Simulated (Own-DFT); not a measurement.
# Response to strain: wurtzite AlN, 72 atoms (Al36N36)

These are calculations, not measurements. They come from Own-DFT, an in-house plane-wave density functional program, since retired, whose code no person has reviewed. Each row is one single-point run on a periodic cell that was not relaxed, without spin or spin-orbit coupling.

Settings of every run: PBE; PseudoDojo norm-conserving scalar-relativistic files; cutoff 42 hartree; 4 x 4 x 3 k mesh centred on Gamma; Gaussian smearing of 0.01 eV.

Known limits: k mesh not checked against a denser one; stress not checked against mesh or cutoff.

Unstrained cell vectors in Å: (9.336, 0.000, 0.000); (-4.668, 8.085, 0.000); (0.000, 0.000, 9.964). The unstrained cell has measured lattice constants (interpolated for alloys), not those of this functional. That, the random moves and any unrelaxed bonds set the pressure at no strain. Each run strains this cell uniformly, with the atoms carried along. Every atom was also moved at random, by a Gaussian of width 0.05 Å on each axis. Strain is the symmetric tensor, in per cent. Stress is positive in tension, and the pressure is minus a third of its trace.

```
run  e_xx (%)  e_yy (%)  e_zz (%)  s_xx (GPa)  s_yy (GPa)  s_zz (GPa)  P (GPa)  E (meV/atom)
  1      0.00      0.00      1.25       -3.60       -4.62       -0.14     2.79          10.1
  2      0.00      0.00     -1.00       -5.10       -5.09      -13.15     7.78          21.3
  3      0.00      0.00      0.75       -3.11       -3.39       -5.05     3.85           0.0
  4      0.00      0.00      3.00       -3.30       -3.45        5.66     0.36          26.3
  5      0.00      0.00      0.25       -6.55       -5.50       -2.64     4.90          15.0
  6      0.00      0.00     -1.25       -5.69       -6.45      -12.94     8.36          22.1
  7      0.00      0.00     -1.75       -6.66       -5.18      -17.40     9.75          34.9
  8      0.00      0.00     -2.00       -4.63       -7.96      -16.94     9.85          29.8
  9      0.00      0.00      2.25           ?           ?           ?        ?             ?
```

E is the free energy for each atom above the lowest run shown.

## Worked fit

The change of volume is close to e_xx + e_yy + e_zz. A straight line through the runs shown gives P = 5.76 - 202 x (fractional change of volume) GPa, with an error of 10 on the slope and a scatter of 0.43 GPa. The strain isn't the same on all axes and the cell isn't cubic, so the slope belongs to this path and is not the bulk modulus.

## Withheld run

Question: what pressure should run 9 give? Its volume changes by 2.25 %.

The line gives 1.2 GPa. The calculation gave 1.11 GPa.
